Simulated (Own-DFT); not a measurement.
# One host, several defects: C40 NbSi2

Everything here is calculated. The program is Own-DFT (plane waves, in-house, since retired, never reviewed by a person); positions were held fixed, and spin and spin-orbit coupling were off.

Method: PBE; PseudoDojo norm-conserving scalar-relativistic files; cutoff 42 hartree; 4 x 4 x 5 k mesh centred on Gamma; cold (Marzari-Vanderbilt) smearing of 0.2 eV.

Known weak points: forces on such cells failed a check on a denser k mesh; stress not checked against mesh or cutoff.

All runs share one cell, with vectors in Å (0.000, 8.324, 0.000); (-9.613, 0.000, 0.000); (0.000, 0.000, 6.586) and a volume of 527.0 Å³. u is the rms random offset of the atoms per axis. The defect's site can differ from row to row.

| cell | formula | u (Å) | P (GPa) |
|---|---|---|---|
| no defect | Nb12Si24 | 0.0193 | 1.48 |
| no defect | Nb12Si24 | 0.0205 | 1.55 |
| no defect | Nb12Si24 | 0.0521 | 2.69 |
| two Nb vacancies | Nb10Si24 | 0.0254 | -0.38 |
| two Nb vacancies | Nb10Si24 | 0.0286 | -0.05 |
| two Nb vacancies | Nb10Si24 | 0.0461 | 0.25 |
| two Si on a Nb site each | Nb10Si26 | 0.0299 | 1.68 |
| two Si on a Nb site each | Nb10Si26 | 0.0518 | 2.75 |
| two Si on a Nb site each | Nb10Si26 | 0.0522 | 2.63 |
| one Si vacancy | Nb12Si23 | 0.0298 | 1.00 |
| one Si vacancy | Nb12Si23 | 0.0460 | 1.73 |
| one Si vacancy | Nb12Si23 | 0.0497 | 1.56 |
| two Nb on a Si site each | Nb14Si22 | 0.0293 | ? |
| two Nb on a Si site each | Nb14Si22 | 0.0310 | 7.70 |
| two Nb on a Si site each | Nb14Si22 | 0.0475 | 8.17 |
| two Nb on a Si site each | Nb14Si22 | 0.0522 | 8.54 |

## What the rows give

P = P0 + c u² + a shift for each defect gives P0 = 1.35 GPa, c = 477 ± 41 GPa/Å² and a scatter of 0.13 GPa. The shifts, and each times the cell's volume:

- two Nb on a Si site each: 5.84 ± 0.11 GPa, 19.2 eV (9.6 eV for each of its 2 sites)
- two Si on a Nb site each: 0.00 ± 0.11 GPa, 0.0 eV (0.0 eV for each of its 2 sites) (not resolved)
- one Si vacancy: -0.79 ± 0.11 GPa, -2.6 eV
- two Nb vacancies: -1.98 ± 0.11 GPa, -6.5 eV (-3.3 eV for each of its 2 sites)

Positive is outwards. The product with the volume (160.2 GPa Å³ to the eV) is nearly free of the cell's size; divided by the bulk modulus at the cell's pressure it gives the volume that the defect adds. The atoms around the defects weren't relaxed, which would change these numbers.

## Check

Q: what pressure belongs in the blank (two Nb on a Si site each, u = 0.0293 Å)?

The fitted form gives 7.60 ± 0.16 GPa. DFT gave 7.32 GPa.
